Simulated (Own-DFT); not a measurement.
## Calculated data, SiGe (diamond-structure random alloy, atoms displaced)

Computed with Own-DFT development build. A calculation, not a measurement: plane-wave density functional theory by an unreviewed code, no spin, of a simulated periodic cell, stress positive in tension, run twice, with PBE and with PBEsol, both on files made for PBE, so the change isn't that of files made for PBEsol, forces on such cells passed a denser k mesh, this cell's mesh not checked; the far tail of each file's local potential was reset to the Coulomb form; each entry is a single point on an unrelaxed cell, so the pressure reflects the starting lattice, mostly measured values (interpolated for alloys), from which strain is counted, and rises with the displacements; printed positions are rounded, which can move forces by about a meV/angstrom; the program, named Own-DFT, is a retired in-house code; no spin-orbit coupling; stress was not checked against mesh or cutoff.

Settings shared by all entries: functional PBE, then PBEsol; potential files PseudoDojo norm-conserving, scalar-relativistic, standard set; wave cutoff 42 hartree; occupations Fermi-Dirac; smearing width 0.1 eV; k mesh 3 x 3 x 3 centred on Gamma.

(1) SiGe (diamond-structure random alloy, atoms displaced)

```xyz
64
Lattice="11.0890 0.0000 0.0000 0.0000 11.0890 0.0000 0.0000 0.0000 11.0890" Properties=species:S:1:pos:R:3 SiGe
Ge     0.0211    11.0781    11.0329
Si     0.0545     2.7721     2.7490
Si     2.7629     0.0015     2.7440
Ge     2.7493     2.7718     0.0047
Ge     1.4366     1.4063     1.4057
Si     1.3618     4.2106     4.1670
Ge     4.2058     1.3775     4.1565
Si     4.1382     4.1159     1.4169
Si     0.0421    11.0516     5.4771
Ge    11.0848     2.7790     8.3578
Ge     2.7813     0.0181     8.3232
Ge     2.7268     2.7438     5.5752
Ge     1.3282     1.3158     6.9116
Si     1.3928     4.1101     9.7162
Si     4.1934     1.3944     9.7182
Ge     4.1739     4.1667     6.9377
Ge    11.0780     5.5502    11.0405
Ge    11.0404     8.3626     2.7986
Si     2.7901     5.5563     2.7940
Si     2.7677     8.3257    11.0561
Si     1.3796     6.9086     1.3808
Ge     1.3892     9.7140     4.1406
Si     4.1456     6.9421     4.1630
Si     4.1320     9.7197     1.4354
Si     0.0234     5.5170     5.5107
Si     0.0388     8.2605     8.3353
Ge     2.7782     5.5671     8.3323
Si     2.7781     8.3079     5.5613
Si     1.4413     6.9024     6.9425
Si     1.4475     9.6747     9.7208
Ge     4.1659     6.9265     9.6983
Si     4.1794     9.7106     6.8835
Si     5.5135     0.0095     0.0109
Si     5.5464     2.7462     2.7736
Si     8.3082     0.0018     2.7504
Si     8.2990     2.7773    11.0678
Ge     6.9500     1.3947     1.3669
Ge     6.9402     4.0905     4.1029
Ge     9.6915     1.3897     4.1306
Ge     9.7046     4.1942     1.3545
Ge     5.5333    11.0464     5.5186
Ge     5.5892     2.7886     8.3195
Ge     8.2901     0.0556     8.3582
Si     8.3447     2.8221     5.5153
Si     6.8938     1.4069     6.9318
Ge     6.9737     4.1266     9.7013
Ge     9.7048     1.4006     9.6964
Ge     9.7290     4.1387     6.9287
Si     5.5741     5.5963    11.0650
Ge     5.5633     8.3527     2.7740
Ge     8.3636     5.5597     2.7611
Ge     8.3209     8.3267    11.0552
Si     6.9233     6.9688     1.4029
Ge     6.9796     9.6984     4.2220
Ge     9.6472     6.9338     4.1749
Si     9.6892     9.7617     1.4016
Ge     5.5206     5.5585     5.5088
Si     5.5804     8.2752     8.3154
Ge     8.2670     5.5169     8.3155
Si     8.3334     8.3594     5.6123
Ge     6.9783     6.9378     6.9403
Si     6.9389     9.7019     9.7695
Si     9.7177     6.9091     9.7074
Si     9.6914     9.7160     6.9191
```

- PBE pressure: 2.78 GPa
- PBE stress xx: -2.78 GPa
- PBE stress yy: -2.77 GPa
- PBE stress zz: -2.77 GPa
- PBE stress yz: 0.21 GPa
- PBE stress xz: -0.23 GPa
- PBE stress xy: 0.3 GPa
- PBEsol pressure: 0.49 GPa
- PBEsol stress xx: -0.49 GPa
- PBEsol stress yy: -0.48 GPa
- PBEsol stress zz: -0.49 GPa
- PBEsol stress yz: 0.19 GPa
- PBEsol stress xz: -0.22 GPa
- PBEsol stress xy: 0.3 GPa
- rms change of force components from PBE to PBEsol: 0.05 eV/Å

Force:
| force element | PBE force x (eV/Å) | PBE force y (eV/Å) | PBE force z (eV/Å) | PBEsol force x (eV/Å) | PBEsol force y (eV/Å) | PBEsol force z (eV/Å) |
| --- | --- | --- | --- | --- | --- | --- |
| Ge | 0.137 | -0.279 | 0.717 | 0.129 | -0.197 | 0.694 |
| Si | -0.412 | 0.608 | 0.407 | -0.443 | 0.55 | 0.353 |
| Si | 0.547 | -0.058 | 0.407 | 0.481 | -0.009 | 0.444 |
| Ge | 0.926 | 0.162 | -0.328 | 0.859 | 0.109 | -0.277 |
| Ge | -0.69 | -0.54 | -0.001 | -0.667 | -0.513 | -0.084 |
| Si | 0.38 | -0.552 | -0.557 | 0.419 | -0.595 | -0.514 |
| Ge | -0.843 | 0.044 | -0.482 | -0.816 | 0.029 | -0.391 |
| Si | 0.638 | 0.903 | -0.118 | 0.585 | 0.843 | -0.166 |
| Si | -1.266 | 0.017 | 0.625 | -1.201 | 0.053 | 0.566 |
| Ge | 0.47 | -0.078 | -0.408 | 0.408 | -0.118 | -0.436 |
| Ge | 0.519 | -0.487 | 0.096 | 0.464 | -0.432 | 0.053 |
| Ge | 0.112 | 0.476 | -0.526 | 0.145 | 0.427 | -0.468 |
| Ge | -0.118 | 0.242 | 0.199 | -0.062 | 0.279 | 0.233 |
| Si | 0.041 | 0.776 | -0.248 | 0.038 | 0.756 | -0.238 |
| Si | -0.059 | -0.019 | -0.023 | -0.107 | 0.035 | -0.07 |
| Ge | -0.275 | -0.116 | -0.024 | -0.26 | -0.111 | -0.018 |
| Ge | 0.705 | 0.015 | 0.099 | 0.641 | -0.028 | 0.136 |
| Ge | 0.183 | -0.543 | -0.88 | 0.181 | -0.525 | -0.786 |
| Si | -0.201 | -0.096 | -0.208 | -0.194 | -0.097 | -0.207 |
| Si | 0.169 | -0.131 | 1.108 | 0.217 | -0.181 | 1.055 |
| Si | 0.34 | 0.444 | 0.074 | 0.249 | 0.433 | 0.07 |
| Ge | 0.771 | -0.218 | 0.169 | 0.707 | -0.249 | 0.125 |
| Si | -0.313 | 0.28 | -0.225 | -0.214 | 0.279 | -0.217 |
| Si | -0.101 | 0.021 | -0.928 | -0.048 | -0.031 | -0.87 |
| Si | 0.012 | 0.704 | 0.596 | -0.081 | 0.701 | 0.605 |
| Si | -0.201 | 0.512 | -0.291 | -0.199 | 0.507 | -0.286 |
| Ge | -0.423 | -0.772 | 0.116 | -0.33 | -0.753 | 0.116 |
| Si | 0.177 | -0.039 | 0.004 | 0.131 | 0.008 | -0.039 |
| Si | -0.872 | 0.339 | -0.591 | -0.813 | 0.28 | -0.538 |
| Si | -0.532 | -0.265 | -0.576 | -0.532 | -0.16 | -0.579 |
| Ge | 0.292 | 0.554 | 0.291 | 0.245 | 0.495 | 0.236 |
| Si | -0.18 | -0.862 | 0.852 | -0.168 | -0.76 | 0.832 |
| Si | -0.03 | -0.454 | 0.059 | 0.015 | -0.407 | 0.105 |
| Si | -0.232 | 0.139 | -0.634 | -0.182 | 0.093 | -0.578 |
| Si | 0.146 | -0.114 | 0.116 | 0.093 | -0.063 | 0.163 |
| Si | 0.613 | -0.093 | 0.457 | 0.601 | -0.089 | 0.443 |
| Ge | -0.383 | -0.107 | 0.019 | -0.372 | -0.102 | 0.023 |
| Ge | -0.058 | 0.581 | 0.257 | -0.046 | 0.637 | 0.254 |
| Ge | 0.383 | 0.047 | 0.006 | 0.377 | 0.047 | 0.003 |
| Ge | 0.254 | -1.106 | 0.043 | 0.247 | -0.999 | 0.043 |
| Ge | 0.358 | 0.588 | 0.826 | 0.352 | 0.576 | 0.725 |
| Ge | -0.597 | -0.562 | 0.028 | -0.581 | -0.466 | 0.031 |
| Ge | -0.366 | -0.808 | -0.745 | -0.315 | -0.745 | -0.683 |
| Si | -0.469 | -1.006 | 0.583 | -0.423 | -0.946 | 0.537 |
| Si | 0.713 | 0.034 | -0.73 | 0.663 | 0.004 | -0.68 |
| Ge | -0.65 | 0.454 | 0.806 | -0.634 | 0.449 | 0.688 |
| Ge | -0.279 | 0.28 | 0.603 | -0.233 | 0.238 | 0.544 |
| Ge | -0.079 | 0.467 | -0.412 | -0.08 | 0.45 | -0.324 |
| Si | -0.136 | -0.79 | 1.002 | -0.143 | -0.782 | 0.897 |
| Ge | -0.388 | -0.328 | 0.178 | -0.338 | -0.284 | 0.218 |
| Ge | -1.155 | 0.035 | -0.34 | -1.08 | 0.004 | -0.299 |
| Ge | 0.395 | -0.139 | 0.75 | 0.388 | -0.138 | 0.735 |
| Si | 0.096 | -0.455 | -0.487 | 0.141 | -0.398 | -0.431 |
| Ge | 0.405 | -0.013 | -0.717 | 0.309 | -0.005 | -0.7 |
| Ge | 0.62 | 0.335 | 0.932 | 0.598 | 0.32 | 0.827 |
| Si | -0.073 | -0.198 | -0.339 | -0.022 | -0.241 | -0.377 |
| Ge | 0.444 | 0.003 | -0.169 | 0.464 | -0.039 | -0.119 |
| Si | -0.196 | 1.169 | 0.025 | -0.191 | 1.065 | 0.02 |
| Ge | 1.326 | 0.381 | 0.154 | 1.249 | 0.331 | 0.119 |
| Si | 0.315 | -0.328 | -0.117 | 0.25 | -0.375 | -0.168 |
| Ge | -0.647 | 0.307 | -0.4 | -0.627 | 0.211 | -0.38 |
| Si | -0.915 | 0.215 | -0.805 | -0.808 | 0.204 | -0.784 |
| Si | -0.208 | 0.385 | -0.727 | -0.253 | 0.329 | -0.664 |
| Si | 0.859 | 0.041 | 0.434 | 0.818 | 0.094 | 0.479 |

(2) SiGe (diamond-structure random alloy, atoms displaced)

```xyz
64
Lattice="11.0890 0.0000 0.0000 0.0000 11.0890 0.0000 0.0000 0.0000 11.0890" Properties=species:S:1:pos:R:3 SiGe
Si    11.0862    11.0887    11.0883
Si    11.0574     2.7976     2.7591
Si     2.7464     0.0533     2.8063
Si     2.7669     2.7424     0.0449
Si     1.3423     1.3800     1.3870
Si     1.3778     4.1910     4.1707
Ge     4.1712     1.4068     4.1022
Ge     4.1727     4.1046     1.4110
Si     0.0097    11.0753     5.5029
Si    11.0787     2.7711     8.2950
Si     2.7825     0.0088     8.3178
Ge     2.7612     2.7791     5.5433
Si     1.3541     1.3529     6.9194
Si     1.3955     4.1695     9.6700
Ge     4.1753     1.4051     9.6703
Ge     4.1592     4.1277     6.9348
Ge    11.0791     5.5391     0.0039
Si    11.0630     8.3378     2.7518
Si     2.7431     5.5553     2.8062
Ge     2.7619     8.2922     0.0115
Ge     1.3636     6.9224     1.3786
Si     1.3910     9.7034     4.1437
Ge     4.0937     6.9555     4.2130
Si     4.2277     9.6692     1.3230
Ge     0.0228     5.5648     5.5251
Ge    11.0727     8.3400     8.2545
Si     2.7728     5.6215     8.2536
Si     2.7800     8.3111     5.5673
Si     1.3468     7.0045     6.9808
Ge     1.3702     9.7104     9.7252
Ge     4.1565     6.8811     9.6965
Ge     4.1252     9.6840     6.8811
Si     5.5434    11.0838     0.0166
Ge     5.5533     2.7955     2.7996
Si     8.3731     0.0164     2.7846
Ge     8.3416     2.7973     0.0031
Si     6.9757     1.4131     1.3973
Si     6.8590     4.1452     4.1505
Ge     9.6868     1.4211     4.1197
Ge     9.6879     4.1264     1.4347
Ge     5.5437    11.0622     5.5337
Ge     5.5483     2.7521     8.3210
Ge     8.3407     0.0179     8.3375
Ge     8.3086     2.7415     5.5108
Ge     6.8740     1.4029     6.9624
Ge     6.9715     4.1474     9.6801
Si     9.7028     1.4220     9.6830
Si     9.7010     4.1542     6.8760
Si     5.5178     5.5188     0.0041
Ge     5.5343     8.3689     2.7453
Ge     8.3252     5.5049     2.8193
Ge     8.3302     8.3421     0.0221
Si     6.9198     7.0099     1.3586
Ge     6.9214     9.6583     4.1350
Ge     9.7201     6.9196     4.1475
Ge     9.6546     9.6838     1.4194
Si     5.5359     5.5699     5.5444
Si     5.5553     8.3026     8.3154
Ge     8.2931     5.5831     8.3103
Ge     8.2278     8.3368     5.5615
Si     6.9103     6.9349     6.9627
Si     6.9497     9.6823     9.7070
Si     9.7213     6.8483     9.6865
Si     9.7174     9.6989     6.8933
```

* PBE pressure: 2.84 GPa
* PBE stress xx: -2.86 GPa
* PBE stress yy: -2.8 GPa
* PBE stress zz: -2.86 GPa
* PBE stress yz: -0.16 GPa
* PBE stress xz: -0.39 GPa
* PBE stress xy: -0.14 GPa
* PBEsol pressure: 0.55 GPa
* PBEsol stress xx: -0.57 GPa
* PBEsol stress yy: -0.52 GPa
* PBEsol stress zz: -0.57 GPa
* PBEsol stress yz: -0.15 GPa
* PBEsol stress xz: -0.38 GPa
* PBEsol stress xy: -0.14 GPa
* rms change of force components from PBE to PBEsol: 0.051 eV/Å

Force:
| force element | PBE force x (eV/Å) | PBE force y (eV/Å) | PBE force z (eV/Å) | PBEsol force x (eV/Å) | PBEsol force y (eV/Å) | PBEsol force z (eV/Å) |
| --- | --- | --- | --- | --- | --- | --- |
| Si | -0.511 | 0.476 | 0.098 | -0.508 | 0.376 | 0.091 |
| Si | 1.159 | -0.167 | 0.325 | 1.046 | -0.157 | 0.321 |
| Si | 0.077 | -0.958 | -1.109 | 0.131 | -0.901 | -1.052 |
| Si | -0.58 | 0.177 | -0.634 | -0.484 | 0.183 | -0.625 |
| Si | 0.133 | 0.053 | 0.172 | 0.129 | 0.049 | 0.173 |
| Si | 0.03 | -0.439 | -0.649 | 0.022 | -0.431 | -0.552 |
| Ge | -0.399 | -0.448 | 0.678 | -0.341 | -0.388 | 0.695 |
| Ge | -0.724 | 0.985 | -0.295 | -0.662 | 0.915 | -0.241 |
| Si | -0.041 | -0.061 | 0.246 | -0.086 | -0.015 | 0.197 |
| Si | 0.088 | 0.172 | -0.093 | 0.086 | 0.179 | -0.093 |
| Si | -0.459 | 0.011 | -0.343 | -0.403 | -0.027 | -0.299 |
| Ge | -0.576 | -0.327 | -0.168 | -0.477 | -0.316 | -0.156 |
| Si | 0.05 | -0.048 | 0.245 | 0.093 | -0.011 | 0.202 |
| Si | 0.424 | -0.22 | -0.076 | 0.387 | -0.173 | -0.031 |
| Ge | -0.59 | -0.644 | 0.983 | -0.527 | -0.586 | 0.913 |
| Ge | -0.057 | 1.06 | -0.084 | -0.053 | 0.954 | -0.085 |
| Ge | 0.078 | -0.626 | -0.426 | 0.082 | -0.604 | -0.337 |
| Si | 0.551 | -0.024 | 0.445 | 0.493 | -0.066 | 0.389 |
| Si | 0.052 | -0.406 | -0.162 | 0.099 | -0.349 | -0.206 |
| Ge | 0.497 | 0.291 | -0.056 | 0.438 | 0.238 | -0.091 |
| Ge | 0.036 | 0.114 | 0.82 | 0.031 | 0.107 | 0.717 |
| Si | 0.088 | -0.156 | 0.047 | 0.093 | -0.163 | 0.046 |
| Ge | 0.529 | -0.364 | -0.56 | 0.548 | -0.324 | -0.577 |
| Si | -1.253 | 1.16 | 0.514 | -1.246 | 1.053 | 0.523 |
| Ge | 0.211 | -0.093 | 0.783 | 0.159 | -0.046 | 0.725 |
| Ge | -0.634 | -0.118 | 1.011 | -0.585 | -0.084 | 1.027 |
| Si | -0.586 | -0.795 | 0.332 | -0.491 | -0.785 | 0.335 |
| Si | -1.418 | 0.189 | -0.073 | -1.303 | 0.188 | -0.075 |
| Si | 0.964 | -0.71 | -1.038 | 0.854 | -0.685 | -1.019 |
| Ge | 0.191 | 0.394 | -0.339 | 0.192 | 0.307 | -0.331 |
| Ge | 0.267 | 0.239 | -0.19 | 0.221 | 0.269 | -0.152 |
| Ge | 0.187 | 0.01 | 1.025 | 0.225 | 0.05 | 0.961 |
| Si | 0.72 | 0.112 | -0.226 | 0.683 | 0.164 | -0.272 |
| Ge | 0.721 | -0.522 | -0.591 | 0.616 | -0.511 | -0.577 |
| Si | -1.132 | 0.026 | -0.24 | -1.068 | -0.014 | -0.193 |
| Ge | -0.063 | -0.793 | -0.113 | -0.061 | -0.688 | -0.108 |
| Si | -0.304 | -0.755 | 0.032 | -0.304 | -0.656 | 0.032 |
| Si | 0.555 | 0.681 | 0.809 | 0.584 | 0.614 | 0.746 |
| Ge | 0.823 | -0.626 | 0.11 | 0.755 | -0.572 | 0.152 |
| Ge | 0.318 | 0.407 | -0.31 | 0.26 | 0.441 | -0.34 |
| Ge | -0.073 | 0.319 | -0.234 | -0.072 | 0.311 | -0.222 |
| Ge | -0.044 | 0.776 | 0.237 | -0.04 | 0.742 | 0.222 |
| Ge | 0.031 | -0.452 | -0.109 | -0.014 | -0.406 | -0.14 |
| Ge | -0.591 | 0.866 | 0.395 | -0.577 | 0.772 | 0.374 |
| Ge | 0.806 | -0.65 | -0.595 | 0.779 | -0.631 | -0.577 |
| Ge | -0.782 | 0.448 | 0.521 | -0.724 | 0.401 | 0.47 |
| Si | 0.699 | -0.214 | 0.356 | 0.597 | -0.215 | 0.35 |
| Si | 0.088 | -0.021 | 0.53 | 0.045 | 0.019 | 0.476 |
| Si | 0.728 | 0.252 | 0.269 | 0.677 | 0.208 | 0.229 |
| Ge | -0.331 | -0.949 | -0.115 | -0.303 | -0.915 | -0.03 |
| Ge | -1.181 | 0.552 | -0.499 | -1.067 | 0.537 | -0.49 |
| Ge | -0.143 | -0.874 | -1.068 | -0.096 | -0.805 | -0.993 |
| Si | -0.195 | -1.407 | 0.208 | -0.15 | -1.333 | 0.241 |
| Ge | 0.412 | 1.306 | -0.347 | 0.361 | 1.228 | -0.298 |
| Ge | -0.219 | 0.787 | 0.13 | -0.244 | 0.711 | 0.153 |
| Ge | 0.961 | 0.842 | -0.101 | 0.894 | 0.772 | -0.144 |
| Si | 0.328 | -0.253 | 0.186 | 0.241 | -0.246 | 0.181 |
| Si | 0.045 | 0.236 | 0.16 | -0.04 | 0.239 | 0.162 |
| Ge | 0.636 | -0.408 | -0.627 | 0.582 | -0.444 | -0.573 |
| Ge | 1.063 | -0.612 | 0.448 | 1.024 | -0.585 | 0.361 |
| Si | -0.596 | 0.004 | -0.351 | -0.501 | -0.006 | -0.347 |
| Si | -0.58 | 0.332 | -0.059 | -0.487 | 0.33 | -0.055 |
| Si | -0.133 | 1.226 | 0.107 | -0.129 | 1.197 | 0.112 |
| Si | -0.349 | 0.637 | -0.341 | -0.385 | 0.586 | -0.293 |

(3) SiGe (diamond-structure random alloy, atoms displaced)

```xyz
64
Lattice="11.0890 0.0000 0.0000 0.0000 11.0890 0.0000 0.0000 0.0000 11.0890" Properties=species:S:1:pos:R:3 SiGe
Ge    11.0767     0.0328    11.0766
Ge    11.0714     2.7849     2.8128
Si     2.7626     0.0196     2.7102
Si     2.7898     2.7092    11.0720
Ge     1.3778     1.3806     1.4101
Ge     1.4597     4.1436     4.1344
Ge     4.1847     1.3773     4.1616
Ge     4.1280     4.1778     1.3626
Si     0.0171    11.0722     5.5220
Ge    11.0766     2.7548     8.3139
Si     2.7848     0.0050     8.3035
Ge     2.7742     2.7724     5.5805
Ge     1.3739     1.3362     6.9169
Si     1.3763     4.1852     9.6708
Ge     4.1652     1.4320     9.7554
Ge     4.1659     4.1381     6.8448
Ge    11.0630     5.5639     0.0359
Si    11.0840     8.3455     2.7821
Si     2.7637     5.5447     2.8208
Si     2.8032     8.3049    11.0687
Ge     1.3381     6.9968     1.4173
Si     1.4145     9.6819     4.1487
Si     4.1472     6.8850     4.1530
Si     4.1468     9.7219     1.3704
Si     0.0130     5.5649     5.5663
Ge    11.0222     8.3099     8.2458
Ge     2.7440     5.5494     8.3239
Si     2.7545     8.3166     5.5146
Ge     1.3813     6.9529     6.9490
Si     1.3782     9.6781     9.6851
Ge     4.1649     6.8903     9.7086
Si     4.1470     9.6874     6.9612
Ge     5.5978    11.0763     0.0185
Ge     5.5444     2.8061     2.7528
Si     8.3057    11.0430     2.7575
Si     8.2900     2.7782    11.0577
Ge     6.9019     1.3979     1.3351
Ge     6.9225     4.1981     4.1065
Ge     9.6803     1.4165     4.1582
Si     9.7020     4.1075     1.4039
Ge     5.5174    11.0630     5.5595
Si     5.5207     2.8133     8.2899
Si     8.3487    11.0578     8.3364
Ge     8.2994     2.7533     5.5470
Si     6.9247     1.4288     6.8499
Ge     6.9558     4.1613     9.6868
Ge     9.6853     1.3939     9.6946
Si     9.6717     4.1616     6.9682
Si     5.5545     5.5126    11.0871
Si     5.5351     8.3296     2.7589
Si     8.3382     5.5684     2.7677
Si     8.3055     8.2852    11.0612
Ge     6.9299     6.9109     1.3935
Si     6.9469     9.6567     4.2048
Ge     9.7022     6.9487     4.2055
Ge     9.7032     9.7000     1.3609
Si     5.5052     5.5181     5.5107
Ge     5.5631     8.3092     8.3043
Si     8.2979     5.6401     8.3144
Ge     8.3038     8.3437     5.5255
Si     6.9376     6.9885     7.0190
Ge     6.8834     9.6957     9.7031
Si     9.6532     6.9484     9.7335
Si     9.6976     9.7520     6.9716
```

* PBE pressure: 2.82 GPa
* PBE stress xx: -2.86 GPa
* PBE stress yy: -2.84 GPa
* PBE stress zz: -2.76 GPa
* PBE stress yz: -0.04 GPa
* PBE stress xz: 0.04 GPa
* PBE stress xy: 0.24 GPa
* PBEsol pressure: 0.53 GPa
* PBEsol stress xx: -0.57 GPa
* PBEsol stress yy: -0.54 GPa
* PBEsol stress zz: -0.47 GPa
* PBEsol stress yz: -0.04 GPa
* PBEsol stress xz: 0.04 GPa
* PBEsol stress xy: 0.25 GPa
* rms change of force components from PBE to PBEsol: 0.051 eV/Å

Force:
| force element | PBE force x (eV/Å) | PBE force y (eV/Å) | PBE force z (eV/Å) | PBEsol force x (eV/Å) | PBEsol force y (eV/Å) | PBEsol force z (eV/Å) |
| --- | --- | --- | --- | --- | --- | --- |
| Ge | 0.517 | -0.625 | -0.278 | 0.462 | -0.571 | -0.232 |
| Ge | 0.198 | 0.18 | -0.494 | 0.231 | 0.131 | -0.438 |
| Si | 0.323 | -0.713 | 0.833 | 0.305 | -0.609 | 0.816 |
| Si | -1.08 | 1.381 | 0.229 | -1.019 | 1.313 | 0.261 |
| Ge | 0.158 | 0.347 | -0.331 | 0.075 | 0.34 | -0.324 |
| Ge | -0.915 | 0.617 | 0.676 | -0.894 | 0.519 | 0.665 |
| Ge | -0.617 | -0.121 | -0.522 | -0.565 | -0.079 | -0.468 |
| Ge | -0.378 | 0.087 | -0.12 | -0.33 | 0.045 | -0.076 |
| Si | -0.325 | -0.436 | -0.094 | -0.322 | -0.342 | -0.091 |
| Ge | 0.154 | 0.682 | -0.1 | 0.146 | 0.585 | -0.097 |
| Si | -0.005 | -0.477 | 0.575 | -0.009 | -0.377 | 0.568 |
| Ge | -0.244 | -0.79 | -0.577 | -0.23 | -0.755 | -0.561 |
| Ge | 0.053 | -0.118 | 0.098 | 0.057 | -0.033 | 0.096 |
| Si | 0.092 | -0.723 | 0.855 | 0.06 | -0.671 | 0.803 |
| Ge | 0.324 | -0.674 | -1.187 | 0.357 | -0.696 | -1.121 |
| Ge | 0.254 | 0.623 | 1.142 | 0.161 | 0.59 | 1.103 |
| Ge | -0.149 | -0.477 | -0.469 | -0.107 | -0.423 | -0.421 |
| Si | -0.141 | 0.312 | 0.522 | -0.187 | 0.264 | 0.461 |
| Si | 0.205 | 0.59 | -0.843 | 0.152 | 0.521 | -0.872 |
| Si | -0.373 | 0.552 | 0.16 | -0.367 | 0.456 | 0.15 |
| Ge | 0.961 | -0.301 | 0.116 | 0.899 | -0.341 | 0.076 |
| Si | -0.162 | 0.435 | -0.289 | -0.154 | 0.436 | -0.289 |
| Si | 0.126 | 0.692 | 0.015 | 0.125 | 0.683 | 0.013 |
| Si | -0.084 | -0.401 | 0.174 | -0.033 | -0.348 | 0.124 |
| Si | -0.148 | -0.825 | 0.094 | -0.105 | -0.77 | 0.059 |
| Ge | 0.075 | 0.264 | 1.282 | 0.118 | 0.213 | 1.211 |
| Ge | 0.313 | -0.484 | -0.282 | 0.337 | -0.421 | -0.316 |
| Si | 0.616 | 0.031 | 0.153 | 0.569 | -0.017 | 0.202 |
| Ge | 0.06 | -0.071 | -0.831 | 0.056 | -0.069 | -0.73 |
| Si | 0.352 | 0.127 | -0.13 | 0.261 | 0.126 | -0.13 |
| Ge | 0.23 | 0.176 | 0.403 | 0.221 | 0.166 | 0.316 |
| Si | -0.547 | -0.063 | -0.37 | -0.453 | -0.067 | -0.366 |
| Ge | -1.219 | -0.172 | -0.066 | -1.143 | -0.126 | -0.101 |
| Ge | -0.214 | -0.264 | -0.11 | -0.207 | -0.254 | -0.104 |
| Si | -0.395 | 0.27 | 0.325 | -0.346 | 0.306 | 0.275 |
| Si | 0.579 | 0.097 | 0.491 | 0.522 | 0.056 | 0.436 |
| Ge | 1.115 | 0.122 | 0.86 | 1.007 | 0.107 | 0.829 |
| Ge | 0.366 | 0.261 | 0.448 | 0.348 | 0.173 | 0.429 |
| Ge | 0.06 | -1.334 | -0.018 | 0.061 | -1.213 | -0.018 |
| Si | -0.706 | 0.481 | -0.233 | -0.609 | 0.469 | -0.22 |
| Ge | 0.559 | -0.355 | 0.183 | 0.511 | -0.304 | 0.139 |
| Si | 0.552 | -0.56 | -0.165 | 0.498 | -0.509 | -0.121 |
| Si | -0.906 | 0.67 | -0.631 | -0.905 | 0.669 | -0.532 |
| Ge | 0.079 | 1.038 | 0.139 | 0.089 | 1.007 | 0.049 |
| Si | -0.291 | -0.814 | 1.667 | -0.28 | -0.8 | 1.553 |
| Ge | -0.284 | 0.326 | -0.333 | -0.282 | 0.321 | -0.321 |
| Ge | -0.532 | 0.019 | 0.103 | -0.435 | 0.014 | 0.107 |
| Si | 0.09 | 0.722 | -0.353 | 0.087 | 0.622 | -0.349 |
| Si | 0.053 | 0.108 | 0.019 | 0.057 | 0.1 | 0.016 |
| Si | -0.259 | 0.028 | 0.468 | -0.211 | -0.011 | 0.418 |
| Si | 0.415 | -0.365 | -0.189 | 0.364 | -0.317 | -0.145 |
| Si | -0.116 | 0.281 | 0.219 | -0.169 | 0.33 | 0.266 |
| Ge | -0.098 | 0.173 | -0.174 | -0.095 | 0.168 | -0.171 |
| Si | -0.68 | 0.674 | -1.214 | -0.661 | 0.658 | -1.106 |
| Ge | 0.492 | -0.393 | -0.683 | 0.434 | -0.338 | -0.63 |
| Ge | -0.327 | -0.359 | 0.202 | -0.283 | -0.307 | 0.158 |
| Si | 0.826 | 1.096 | 0.374 | 0.819 | 0.987 | 0.38 |
| Ge | -0.883 | 0.168 | 0.037 | -0.857 | 0.177 | 0.119 |
| Si | 0.497 | -0.699 | 0.121 | 0.457 | -0.739 | 0.163 |
| Ge | 0.098 | 0 | 1.309 | 0.141 | -0.041 | 1.244 |
| Si | -0.123 | -0.988 | -1.654 | -0.141 | -0.883 | -1.633 |
| Ge | 1.279 | -0.109 | -0.135 | 1.168 | -0.104 | -0.122 |
| Si | 0.202 | -0.13 | -0.419 | 0.298 | -0.135 | -0.413 |
| Si | -0.073 | 0.214 | -0.999 | -0.057 | 0.116 | -0.987 |
